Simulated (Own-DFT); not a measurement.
Hf$_{32}$O$_{63}$ (monoclinic hafnia with one vacancy, atoms displaced), Hf$_{31}$O$_{64}$ (monoclinic hafnia with one vacancy, atoms displaced) (calculated)

Computed with Own-DFT development build. A calculation, not a measurement: plane-wave PBE density functional theory by an unreviewed code, no spin, of a simulated periodic cell, stress positive in tension, free energy of the whole cell less one offset for each atom, defect cell not probed for a lower state with spin; hafnium file: forces about 75 meV/angstrom off all-electron values; oxygen file: force components 24 meV/angstrom off all-electron in one glass; forces on such cells passed a denser k mesh, this cell's mesh not checked; offsets are fitted by least squares, one for each functional and potential file, so energies compare only between cells with the same atoms and settings and are not formation energies; the far tail of each file's local potential was reset to the Coulomb form; each entry is a single point on an unrelaxed cell, so the pressure reflects the starting lattice, mostly measured values, from which strain is counted, and rises with the displacements; printed positions are rounded, which can move forces by about a meV/angstrom; the program is a retired in-house code; no spin-orbit coupling; before rounding, a Quantum ESPRESSO 7.3.1 run of the same cell and cutoff gave forces within 1 meV/angstrom rms on each cell, which checks the program and not the settings.

Settings shared by all entries: functional PBE; potential files PseudoDojo norm-conserving, scalar-relativistic, standard set; wave cutoff 72 hartree; occupations Fermi-Dirac; smearing width 0.1 eV; k mesh 2 x 2 x 2 centred on Gamma.

```json
{"entry": 1, "formula": "Hf32O63", "kind": "monoclinic hafnia with one vacancy, atoms displaced", "structure": {"cell_angstrom": [[10.234, 0.0, 0.0], [0.0, 10.35, 0.0], [-1.6955, 0.0, 10.4453]], "atoms_fractional": [["Hf", 0.14209, 0.02056, 0.10427], ["Hf", 0.35554, 0.27427, 0.14245], ["Hf", 0.35994, 0.48061, 0.39478], ["Hf", 0.13329, 0.22434, 0.35246], ["O", 0.03101, 0.17087, 0.16649], ["O", 0.46651, 0.41854, 0.07262], ["O", 0.46768, 0.33, 0.33404], ["O", 0.03318, 0.08434, 0.41648], ["O", 0.22957, 0.3702, 0.23559], ["O", 0.2782, 0.12961, 0.01255], ["O", 0.27767, 0.12568, 0.25387], ["O", 0.22977, 0.36561, 0.48388], ["Hf", 0.13988, 0.01781, 0.61412], ["Hf", 0.36224, 0.26894, 0.64468], ["Hf", 0.36799, 0.47856, 0.90141], ["Hf", 0.12896, 0.23243, 0.84925], ["O", 0.03922, 0.16846, 0.67697], ["O", 0.44783, 0.42289, 0.56981], ["O", 0.46249, 0.33763, 0.82529], ["O", 0.04328, 0.0845, 0.92366], ["O", 0.22416, 0.37656, 0.74559], ["O", 0.27295, 0.13546, 0.50274], ["O", 0.26188, 0.11931, 0.77072], ["O", 0.22415, 0.37894, 0.99072], ["Hf", 0.13683, 0.52159, 0.10271], ["Hf", 0.35699, 0.77367, 0.14363], ["Hf", 0.3554, 0.97814, 0.39077], ["Hf", 0.13296, 0.72768, 0.35601], ["O", 0.03051, 0.6714, 0.17527], ["O", 0.45797, 0.92286, 0.071], ["O", 0.46929, 0.83957, 0.32368], ["O", 0.0367, 0.58377, 0.43577], ["O", 0.23311, 0.87707, 0.23651], ["O", 0.26815, 0.624, 0.01125], ["O", 0.27829, 0.61386, 0.26667], ["O", 0.21488, 0.86949, 0.48314], ["Hf", 0.13734, 0.52205, 0.60812], ["Hf", 0.36113, 0.76645, 0.64331], ["Hf", 0.35408, 0.98279, 0.89775], ["Hf", 0.1462, 0.73071, 0.85983], ["O", 0.03629, 0.66458, 0.67648], ["O", 0.46514, 0.92092, 0.56831], ["O", 0.4504, 0.83038, 0.82877], ["O", 0.03819, 0.58273, 0.91802], ["O", 0.22014, 0.88241, 0.73811], ["O", 0.27875, 0.63343, 0.52397], ["O", 0.27998, 0.62161, 0.76373], ["O", 0.23055, 0.87887, 0.99191], ["Hf", 0.64184, 0.01512, 0.10096], ["Hf", 0.85669, 0.27729, 0.13905], ["Hf", 0.86549, 0.49126, 0.39143], ["Hf", 0.63534, 0.22875, 0.34885], ["O", 0.53117, 0.1652, 0.17546], ["O", 0.96647, 0.42038, 0.08219], ["O", 0.96101, 0.3304, 0.33088], ["O", 0.52805, 0.0886, 0.42119], ["O", 0.7242, 0.3752, 0.24155], ["O", 0.77751, 0.12825, 0.01449], ["O", 0.72461, 0.38029, 0.48904], ["Hf", 0.63281, 0.01465, 0.61115], ["Hf", 0.85906, 0.26497, 0.63694], ["Hf", 0.85933, 0.47706, 0.90378], ["Hf", 0.64658, 0.23096, 0.85756], ["O", 0.53782, 0.1665, 0.66939], ["O", 0.96444, 0.42185, 0.57504], ["O", 0.95121, 0.33188, 0.82796], ["O", 0.5405, 0.08729, 0.92348], ["O", 0.72466, 0.38051, 0.74866], ["O", 0.77676, 0.13365, 0.52008], ["O", 0.78325, 0.11451, 0.76341], ["O", 0.72718, 0.37247, 0.99744], ["Hf", 0.62771, 0.51589, 0.10017], ["Hf", 0.85827, 0.7663, 0.14686], ["Hf", 0.85579, 0.97798, 0.39788], ["Hf", 0.6376, 0.72975, 0.35251], ["O", 0.53927, 0.66623, 0.18223], ["O", 0.95964, 0.91914, 0.07312], ["O", 0.96408, 0.82631, 0.32301], ["O", 0.53767, 0.58812, 0.42351], ["O", 0.72116, 0.87726, 0.24227], ["O", 0.78262, 0.63488, 0.01884], ["O", 0.77366, 0.60832, 0.2481], ["O", 0.72172, 0.87386, 0.49454], ["Hf", 0.63689, 0.52898, 0.59563], ["Hf", 0.86482, 0.77, 0.65199], ["Hf", 0.86103, 0.97801, 0.89703], ["Hf", 0.63576, 0.7319, 0.85302], ["O", 0.53961, 0.66934, 0.67834], ["O", 0.95529, 0.91859, 0.57148], ["O", 0.96583, 0.83333, 0.82213], ["O", 0.52664, 0.59012, 0.92556], ["O", 0.71466, 0.87414, 0.73582], ["O", 0.7742, 0.62423, 0.50062], ["O", 0.78541, 0.61592, 0.76248], ["O", 0.71922, 0.87208, 0.98628]]}, "results": {"free_energy_of_cell_above_offsets [eV]": "-90.530", "pressure [GPa]": 5.47, "stress_xx [GPa]": -4.57, "stress_yy [GPa]": -5.33, "stress_zz [GPa]": -6.52, "stress_yz [GPa]": 0.27, "stress_xz [GPa]": -0.61, "stress_xy [GPa]": -0.7, "force_element": ["Hf", "Hf", "Hf", "Hf", "O", "O", "O", "O", "O", "O", "O", "O", "Hf", "Hf", "Hf", "Hf", "O", "O", "O", "O", "O", "O", "O", "O", "Hf", "Hf", "Hf", "Hf", "O", "O", "O", "O", "O", "O", "O", "O", "Hf", "Hf", "Hf", "Hf", "O", "O", "O", "O", "O", "O", "O", "O", "Hf", "Hf", "Hf", "Hf", "O", "O", "O", "O", "O", "O", "O", "Hf", "Hf", "Hf", "Hf", "O", "O", "O", "O", "O", "O", "O", "O", "Hf", "Hf", "Hf", "Hf", "O", "O", "O", "O", "O", "O", "O", "O", "Hf", "Hf", "Hf", "Hf", "O", "O", "O", "O", "O", "O", "O", "O"], "force_x [eV/angstrom]": [-1.327, 1.152, 0.519, 0.038, 0.44, -0.93, -0.802, -0.998, -1.136, -0.187, -0.652, -1.358, -0.852, 0.069, -2.033, 0.243, -1.018, 2.173, 1.282, -1.335, 0.01, -0.126, 1.667, -0.225, -0.165, 2.296, 1.58, 0.296, 1.518, 0.611, -0.394, 1.049, -1.377, 1.107, -0.967, 0.492, 0.182, 0.48, 2.11, -0.997, 0.084, -1.841, 1.299, -0.488, 0.009, -0.38, -0.356, -1.573, -1.641, 0.947, -0.834, -0.06, 0.798, 0.011, 0.076, 0.43, -0.384, 0.216, -0.163, 0.749, 0.236, 1.079, -1.024, -0.483, -0.072, 1.185, -0.717, -0.84, -0.523, -0.657, -0.911, 2.19, 0.241, 0.523, 0.132, -1.125, 0.495, -0.88, -1.18, 0.628, -1.155, 0.039, -0.028, 0.264, -0.059, 1.005, -0.203, -0.443, 1.362, -0.035, 1.6, 0.569, 0.359, -0.998, 0.091], "force_y [eV/angstrom]": [1.58, -1.403, -2.137, 1.321, -0.62, -1.179, 1.343, -1.336, 1.628, 0.456, -1.231, 0.807, 0.911, 0.999, -0.43, 1.338, -0.222, 0.187, -0.85, -1.159, 0.328, -1.644, 0.047, -0.746, -0.589, -0.351, 1.343, -0.164, -1.164, -0.961, -0.288, 1.323, 0.017, 1.81, 1.607, 0.611, -1.379, 1.506, 0.79, -0.998, 0.616, -1.726, -0.167, 0.0, -0.994, -1.138, 0.365, -1.573, 1.401, -1.482, -3.242, -0.34, -0.279, 0.224, 0.456, -0.535, 0.008, 0.244, -0.636, 1.379, 3.144, 1.117, -0.22, 0.692, -0.988, -0.534, -0.25, -0.238, -1.743, 0.585, 0.08, 1.559, 1.299, 0.295, 0.562, -0.124, -0.39, 1.128, -0.202, 0.249, -1.386, 1.513, -0.569, -2.444, -0.527, 0.107, -0.216, 0.097, 0.141, 0.651, 0.626, -0.425, 1.718, 0.978, 0.035], "force_z [eV/angstrom]": [-0.019, 0.624, 0.016, -0.522, -0.06, 0.984, -0.898, 0.82, 0.164, -0.031, 0.492, 0.241, -2.521, -0.316, -2.339, 1.736, -1.5, 1.993, 0.17, -0.04, -1.017, 1.54, -1.551, -0.012, 0.535, 0.59, 0.357, 0.009, -0.355, 1.25, -0.086, -1.575, 0.115, 0.644, -1.097, 0.697, 0.935, 1.0, -0.306, -1.2, 0.102, 0.924, 0.035, 0.55, 0.195, -1.937, 0.255, -0.323, 0.9, 2.767, 0.538, 0.883, -0.772, -0.226, -0.378, 0.348, -0.812, -0.265, 0.126, -1.993, 1.527, -1.822, -1.095, 0.912, 0.778, 0.378, -0.599, -1.055, -2.149, 0.084, -0.91, 1.677, -0.037, -0.649, 0.097, -1.547, 0.602, 1.124, 0.033, -0.216, -2.246, 0.919, -0.505, 1.077, -0.889, 0.144, 0.488, -0.719, 1.267, 0.782, 0.247, 1.19, 1.003, -0.296, 0.02]}}
{"entry": 2, "formula": "Hf31O64", "kind": "monoclinic hafnia with one vacancy, atoms displaced", "structure": {"cell_angstrom": [[10.234, 0.0, 0.0], [0.0, 10.35, 0.0], [-1.6955, 0.0, 10.4453]], "atoms_fractional": [["Hf", 0.13843, 0.01689, 0.10632], ["Hf", 0.36199, 0.26733, 0.14332], ["Hf", 0.36397, 0.48196, 0.40007], ["Hf", 0.13962, 0.22931, 0.35332], ["O", 0.03248, 0.16609, 0.17165], ["O", 0.46062, 0.41511, 0.07489], ["O", 0.45522, 0.33955, 0.32579], ["O", 0.03579, 0.08102, 0.42182], ["O", 0.22566, 0.37809, 0.24038], ["O", 0.27835, 0.13206, 0.01051], ["O", 0.2722, 0.11515, 0.25814], ["O", 0.22226, 0.36892, 0.48793], ["Hf", 0.13545, 0.02628, 0.60555], ["Hf", 0.36291, 0.26661, 0.64793], ["Hf", 0.36091, 0.48262, 0.89681], ["Hf", 0.13534, 0.22831, 0.85535], ["O", 0.03706, 0.16459, 0.67426], ["O", 0.45861, 0.41272, 0.57697], ["O", 0.45866, 0.32971, 0.82418], ["O", 0.03937, 0.08676, 0.91922], ["O", 0.22846, 0.38378, 0.7409], ["O", 0.27324, 0.12873, 0.50667], ["O", 0.27047, 0.12074, 0.75978], ["O", 0.22298, 0.37132, 0.98782], ["Hf", 0.13901, 0.51981, 0.10117], ["Hf", 0.36475, 0.77311, 0.14521], ["Hf", 0.36352, 0.98224, 0.39427], ["Hf", 0.14039, 0.72612, 0.35729], ["O", 0.03656, 0.66218, 0.17359], ["O", 0.46186, 0.91405, 0.07914], ["O", 0.4635, 0.82998, 0.33037], ["O", 0.03936, 0.57979, 0.4269], ["O", 0.22545, 0.87991, 0.23929], ["O", 0.27303, 0.62503, 0.00557], ["O", 0.27678, 0.62358, 0.26094], ["O", 0.22412, 0.87689, 0.49117], ["Hf", 0.13781, 0.52119, 0.6043], ["Hf", 0.35911, 0.77088, 0.64234], ["Hf", 0.36299, 0.98171, 0.89458], ["Hf", 0.13955, 0.72782, 0.85399], ["O", 0.03621, 0.66856, 0.66644], ["O", 0.46619, 0.91371, 0.5791], ["O", 0.46079, 0.83186, 0.82511], ["O", 0.04264, 0.58601, 0.92533], ["O", 0.22199, 0.87515, 0.73825], ["O", 0.27655, 0.62563, 0.51211], ["O", 0.27629, 0.62432, 0.75943], ["O", 0.22479, 0.87189, 0.99347], ["Hf", 0.63776, 0.01873, 0.10259], ["Hf", 0.85863, 0.27204, 0.14486], ["Hf", 0.86161, 0.48178, 0.39386], ["Hf", 0.63873, 0.22741, 0.35511], ["O", 0.54058, 0.16434, 0.17479], ["O", 0.96253, 0.41901, 0.07666], ["O", 0.9637, 0.33425, 0.32406], ["O", 0.54192, 0.08132, 0.42551], ["O", 0.72204, 0.38217, 0.24166], ["O", 0.77042, 0.1339, 0.00832], ["O", 0.77302, 0.11916, 0.26077], ["O", 0.71665, 0.37104, 0.48633], ["Hf", 0.86525, 0.27336, 0.64309], ["Hf", 0.85844, 0.48196, 0.89019], ["Hf", 0.63687, 0.23283, 0.85474], ["O", 0.53609, 0.16688, 0.67277], ["O", 0.96473, 0.4129, 0.57789], ["O", 0.96424, 0.33586, 0.82476], ["O", 0.53605, 0.08894, 0.91965], ["O", 0.72774, 0.37851, 0.73809], ["O", 0.77813, 0.12825, 0.50719], ["O", 0.77917, 0.11897, 0.76468], ["O", 0.72136, 0.37159, 0.99136], ["Hf", 0.63926, 0.51595, 0.09995], ["Hf", 0.86182, 0.77158, 0.15035], ["Hf", 0.8594, 0.97917, 0.3981], ["Hf", 0.63811, 0.73136, 0.35408], ["O", 0.53487, 0.66477, 0.17255], ["O", 0.96076, 0.9177, 0.07937], ["O", 0.96583, 0.83102, 0.32737], ["O", 0.53452, 0.58328, 0.42441], ["O", 0.72501, 0.87889, 0.23837], ["O", 0.77896, 0.62723, 0.0121], ["O", 0.77455, 0.62266, 0.26034], ["O", 0.73156, 0.87046, 0.49343], ["Hf", 0.63136, 0.52783, 0.60244], ["Hf", 0.85958, 0.76933, 0.64614], ["Hf", 0.8651, 0.97973, 0.89676], ["Hf", 0.63627, 0.73257, 0.85634], ["O", 0.5371, 0.66774, 0.67207], ["O", 0.96642, 0.91751, 0.57643], ["O", 0.96308, 0.83412, 0.82697], ["O", 0.53558, 0.58397, 0.92299], ["O", 0.72465, 0.87834, 0.74249], ["O", 0.77826, 0.62992, 0.51317], ["O", 0.77894, 0.62005, 0.75712], ["O", 0.72386, 0.86678, 0.98823]]}, "results": {"free_energy_of_cell_above_offsets [eV]": "-79.978", "pressure [GPa]": 3.8, "stress_xx [GPa]": -3.78, "stress_yy [GPa]": -3.87, "stress_zz [GPa]": -3.74, "stress_yz [GPa]": 0.21, "stress_xz [GPa]": 0.04, "stress_xy [GPa]": -0.05, "force_element": ["Hf", "Hf", "Hf", "Hf", "O", "O", "O", "O", "O", "O", "O", "O", "Hf", "Hf", "Hf", "Hf", "O", "O", "O", "O", "O", "O", "O", "O", "Hf", "Hf", "Hf", "Hf", "O", "O", "O", "O", "O", "O", "O", "O", "Hf", "Hf", "Hf", "Hf", "O", "O", "O", "O", "O", "O", "O", "O", "Hf", "Hf", "Hf", "Hf", "O", "O", "O", "O", "O", "O", "O", "O", "Hf", "Hf", "Hf", "O", "O", "O", "O", "O", "O", "O", "O", "Hf", "Hf", "Hf", "Hf", "O", "O", "O", "O", "O", "O", "O", "O", "Hf", "Hf", "Hf", "Hf", "O", "O", "O", "O", "O", "O", "O", "O"], "force_x [eV/angstrom]": [-0.256, -0.275, -1.117, -0.377, 0.082, 0.702, 1.78, -0.016, -0.472, -0.078, 0.374, -0.246, 0.352, -0.106, -0.309, 0.844, -0.833, 1.136, 0.631, -0.876, -0.576, 0.3, 0.588, -0.106, -0.123, -0.93, 0.973, -0.197, -0.417, 1.229, 0.08, -0.451, -0.13, 0.836, 0.038, 0.255, 0.283, 0.279, -0.193, 0.058, -0.044, -0.882, 0.131, -1.701, 0.06, 0.018, 0.06, -0.089, 0.46, 0.667, -0.315, -0.271, -1.134, -0.11, -0.078, -0.995, 0.166, 0.41, 0.411, 0.719, -2.086, 0.692, 0.711, -0.48, 0.452, 0.225, -1.171, -0.6, 0.986, 0.529, 0.155, -0.423, 0.491, -0.654, 0.26, 0.068, 0.627, 0.246, 0.369, -0.445, -0.198, 0.174, 0.109, 1.133, -0.52, -1.199, 0.605, -0.701, 0.335, 0.652, -0.073, 0.551, -0.37, -0.452, -0.216], "force_y [eV/angstrom]": [0.546, 1.024, -0.648, 0.259, -0.156, 0.015, -1.567, 0.499, -0.078, -0.801, 0.739, 0.202, -1.583, -0.167, -0.615, 1.116, 1.001, 0.867, 0.446, -1.219, -0.214, 0.026, -0.17, -0.172, -0.362, -1.456, -0.243, 0.48, 0.543, 1.27, 0.21, 0.248, -0.392, 0.864, -0.158, -0.853, -0.63, 0.771, -0.268, 0.832, -0.054, -0.037, 0.207, -0.729, 0.72, 0.633, -0.265, -0.097, 0.242, -0.049, -0.589, -0.199, 0.31, -0.286, 0.142, 0.465, -0.264, -0.568, 0.272, 0.486, -1.856, -0.157, -1.045, 0.539, 0.801, 0.11, -1.21, 0.488, 0.909, 1.008, 0.371, 0.902, -0.762, 0.033, 0.387, -0.025, 0.342, -0.089, 0.525, -0.029, -0.059, -0.165, -1.273, -1.794, 2.038, 0.079, 0.463, 0.369, -0.259, -0.266, -0.193, -0.961, -0.669, 0.164, 0.741], "force_z [eV/angstrom]": [-0.147, 0.645, -1.105, -0.164, -0.282, 0.141, -0.162, -0.15, -0.612, -0.091, -0.123, 0.19, -0.596, -0.621, -0.655, -0.241, 0.005, 0.333, 0.92, 0.787, -0.17, 0.249, 0.379, 0.129, 0.988, 0.522, 1.675, -0.698, 0.318, -0.541, -0.267, -0.831, 0.166, 0.691, 0.067, -0.521, 0.497, 0.401, -0.436, -0.473, 0.642, -0.453, 0.682, -0.9, 0.178, -0.011, 0.128, -0.672, 0.035, 0.373, 0.36, 1.412, -0.413, -0.287, 0.376, -1.2, -0.445, 0.53, -0.452, 0.184, -0.117, 0.918, -1.775, 0.204, -0.551, 0.348, 0.662, 0.083, -0.416, 0.726, -0.44, 0.892, -0.477, 0.964, 0.721, -0.165, 0.064, 0.162, -0.077, 0.005, -0.326, 0.175, -1.214, 0.121, -0.492, -1.402, -0.855, 0.22, 0.383, 0.315, -0.241, 0.852, -0.652, 0.462, 0.635]}}
{"entry": 3, "formula": "Hf31O64", "kind": "monoclinic hafnia with one vacancy, atoms displaced", "structure": {"cell_angstrom": [[10.234, 0.0, 0.0], [0.0, 10.35, 0.0], [-1.6955, 0.0, 10.4453]], "atoms_fractional": [["Hf", 0.1341, 0.02007, 0.10675], ["Hf", 0.35728, 0.26881, 0.14611], ["Hf", 0.35922, 0.48417, 0.38996], ["Hf", 0.13442, 0.23111, 0.35693], ["O", 0.04014, 0.165, 0.172], ["O", 0.46638, 0.41538, 0.08201], ["O", 0.46297, 0.33389, 0.3219], ["O", 0.04003, 0.08147, 0.42496], ["O", 0.22344, 0.37396, 0.2366], ["O", 0.27434, 0.13456, 0.01243], ["O", 0.27565, 0.12517, 0.25807], ["O", 0.22748, 0.37127, 0.48885], ["Hf", 0.13645, 0.02189, 0.60148], ["Hf", 0.36227, 0.26862, 0.64721], ["Hf", 0.36105, 0.474, 0.89535], ["Hf", 0.13699, 0.2259, 0.85142], ["O", 0.03606, 0.16874, 0.67802], ["O", 0.46629, 0.41494, 0.57502], ["O", 0.46292, 0.33094, 0.82544], ["O", 0.03804, 0.08193, 0.92532], ["O", 0.22428, 0.37735, 0.74132], ["O", 0.27319, 0.12614, 0.50759], ["O", 0.2756, 0.12233, 0.76489], ["O", 0.22346, 0.37435, 0.98919], ["Hf", 0.13798, 0.52376, 0.10158], ["Hf", 0.36073, 0.76938, 0.13969], ["Hf", 0.36326, 0.98016, 0.39662], ["Hf", 0.14, 0.73076, 0.35332], ["O", 0.03911, 0.66694, 0.16825], ["O", 0.45818, 0.91671, 0.0725], ["O", 0.4612, 0.83614, 0.32567], ["O", 0.03242, 0.5892, 0.42066], ["O", 0.22534, 0.87462, 0.24072], ["O", 0.27753, 0.62891, 0.01042], ["O", 0.27159, 0.62614, 0.25799], ["O", 0.22468, 0.87089, 0.48787], ["Hf", 0.13312, 0.52006, 0.59858], ["Hf", 0.37046, 0.77292, 0.64392], ["Hf", 0.36157, 0.98608, 0.89591], ["Hf", 0.14402, 0.72357, 0.85583], ["O", 0.03839, 0.6693, 0.66751], ["O", 0.46572, 0.9144, 0.58096], ["O", 0.46311, 0.83201, 0.82863], ["O", 0.03202, 0.58135, 0.92589], ["O", 0.23101, 0.88004, 0.74205], ["O", 0.27751, 0.63172, 0.51136], ["O", 0.2734, 0.61452, 0.75651], ["O", 0.22162, 0.86894, 0.99205], ["Hf", 0.63834, 0.01787, 0.10175], ["Hf", 0.85825, 0.27267, 0.14228], ["Hf", 0.86201, 0.48048, 0.39777], ["Hf", 0.64177, 0.23229, 0.35593], ["O", 0.53699, 0.16592, 0.17593], ["O", 0.96176, 0.41892, 0.07547], ["O", 0.96214, 0.33254, 0.32534], ["O", 0.53895, 0.08283, 0.42774], ["O", 0.72943, 0.37624, 0.23991], ["O", 0.77697, 0.1251, 0.00991], ["O", 0.7769, 0.1193, 0.26219], ["O", 0.7269, 0.3729, 0.48877], ["Hf", 0.63402, 0.01812, 0.59967], ["Hf", 0.86443, 0.27315, 0.6465], ["Hf", 0.86146, 0.48128, 0.89584], ["Hf", 0.63835, 0.22818, 0.85242], ["O", 0.53283, 0.16981, 0.6683], ["O", 0.96295, 0.41594, 0.57937], ["O", 0.96499, 0.33572, 0.82787], ["O", 0.53563, 0.0845, 0.92836], ["O", 0.71908, 0.37524, 0.73888], ["O", 0.77884, 0.1293, 0.50958], ["O", 0.77518, 0.1195, 0.75685], ["O", 0.7253, 0.36943, 0.99207], ["Hf", 0.63905, 0.51801, 0.0986], ["Hf", 0.8624, 0.76623, 0.14809], ["Hf", 0.85933, 0.98079, 0.40277], ["Hf", 0.63569, 0.73198, 0.35092], ["O", 0.53359, 0.66781, 0.17673], ["O", 0.9602, 0.91608, 0.07216], ["O", 0.96451, 0.8349, 0.32729], ["O", 0.53656, 0.57949, 0.42264], ["O", 0.7203, 0.87253, 0.24224], ["O", 0.77026, 0.62942, 0.00898], ["O", 0.77686, 0.6237, 0.26165], ["O", 0.7224, 0.87088, 0.49322], ["Hf", 0.64129, 0.51962, 0.60568], ["Hf", 0.86349, 0.7657, 0.64965], ["Hf", 0.8622, 0.97964, 0.89879], ["O", 0.54078, 0.66452, 0.67407], ["O", 0.95689, 0.91078, 0.57461], ["O", 0.96461, 0.83319, 0.82638], ["O", 0.53622, 0.57899, 0.92662], ["O", 0.72684, 0.87939, 0.73955], ["O", 0.77121, 0.62636, 0.50639], ["O", 0.77276, 0.61593, 0.75448], ["O", 0.72552, 0.87701, 0.98933]]}, "results": {"free_energy_of_cell_above_offsets [eV]": "-79.860", "pressure [GPa]": 4.17, "stress_xx [GPa]": -4.52, "stress_yy [GPa]": -4.01, "stress_zz [GPa]": -3.98, "stress_yz [GPa]": 0.28, "stress_xz [GPa]": 0.1, "stress_xy [GPa]": -0.5, "force_element": ["Hf", "Hf", "Hf", "Hf", "O", "O", "O", "O", "O", "O", "O", "O", "Hf", "Hf", "Hf", "Hf", "O", "O", "O", "O", "O", "O", "O", "O", "Hf", "Hf", "Hf", "Hf", "O", "O", "O", "O", "O", "O", "O", "O", "Hf", "Hf", "Hf", "Hf", "O", "O", "O", "O", "O", "O", "O", "O", "Hf", "Hf", "Hf", "Hf", "O", "O", "O", "O", "O", "O", "O", "O", "Hf", "Hf", "Hf", "Hf", "O", "O", "O", "O", "O", "O", "O", "O", "Hf", "Hf", "Hf", "Hf", "O", "O", "O", "O", "O", "O", "O", "O", "Hf", "Hf", "Hf", "O", "O", "O", "O", "O", "O", "O", "O"], "force_x [eV/angstrom]": [0.757, 0.696, 0.685, 0.782, -1.372, -0.133, 0.37, -0.989, -0.518, -0.028, 0.108, -0.521, -0.184, 0.026, 0.5, -0.142, 0.106, -0.422, 0.453, -0.071, -0.254, 0.232, 0.17, -0.076, -0.028, 0.115, -0.514, -0.293, -0.87, 0.731, 0.46, -0.069, -0.296, -0.174, 0.596, -0.015, 1.374, -0.331, 0.191, -0.724, 0.106, 0.263, -0.914, 0.922, -0.403, -0.094, -0.043, -0.061, -0.003, 0.787, -0.471, -0.511, -0.104, 0.255, 0.449, -0.518, -0.55, -0.035, 0.065, -0.125, 1.461, -1.264, -1.45, 0.281, 0.252, 0.666, -0.027, -0.099, 0.475, 0.024, -0.199, -0.305, -0.326, -0.825, 0.089, 0.066, 0.074, 0.597, 0.187, -0.519, 0.196, 1.162, 0.14, -0.336, -0.554, -2.044, -1.049, -0.838, 1.925, 1.15, -0.986, 0.449, 0.675, 1.394, 0.219], "force_y [eV/angstrom]": [-0.455, 0.213, -0.831, -0.019, 0.895, -0.081, 0.285, -0.133, 1.139, -0.934, -0.984, 0.089, -1.003, 0.941, 0.987, 1.129, -0.81, -0.173, -0.205, 0.145, -0.123, 0.342, 0.109, -0.269, -1.202, 0.639, 0.138, 0.714, 0.598, 0.357, -0.176, -0.798, 0.854, -0.373, -0.98, 0.406, 0.387, -1.544, -1.718, 0.975, -0.327, 0.951, 0.563, 0.901, -0.118, -0.508, 0.214, 0.068, -0.632, -0.739, 0.426, -0.375, -0.113, -0.264, 0.042, 0.27, 0.343, 0.95, 0.064, -0.392, -0.163, -0.752, 0.991, -0.089, -0.57, 0.519, -0.221, 0.519, -0.315, 0.329, 0.422, -0.419, 1.53, 0.361, -0.762, -0.377, -0.63, -0.296, 0.066, 0.393, 0.815, -0.664, -0.644, -0.03, 0.545, 0.132, -1.424, -0.238, 1.319, -0.479, -0.691, 0.849, 0.281, -0.479, 0.315], "force_z [eV/angstrom]": [-0.304, 0.01, 0.843, -0.968, 0.265, -0.504, 0.972, -0.038, 0.255, -0.543, 0.929, -0.149, 0.523, -0.765, -0.098, 1.441, -1.155, 0.036, 0.4, -0.261, -0.61, 0.854, -1.014, -0.162, 0.324, 0.709, -0.828, 0.14, 0.323, 0.631, 0.284, 0.208, -0.29, -0.432, 0.185, 0.306, 0.969, 1.875, 0.463, -0.631, 0.5, -0.906, -0.139, -0.737, -0.426, -0.627, 0.525, -0.651, 0.58, 0.446, -0.92, -0.756, -0.171, 0.606, 0.455, -0.986, 0.038, 0.106, -0.206, 0.056, 2.008, 0.509, -0.476, -0.18, 0.457, -0.412, -0.176, -0.869, 0.156, 0.208, 0.271, -0.543, 0.124, -1.214, -1.236, 0.601, -0.567, 1.234, -0.12, -0.416, -0.241, 1.0, -0.097, -0.558, 0.557, 0.746, -1.62, -1.021, 0.35, 0.171, -0.103, -0.536, 0.154, -0.193, 1.051]}}
```
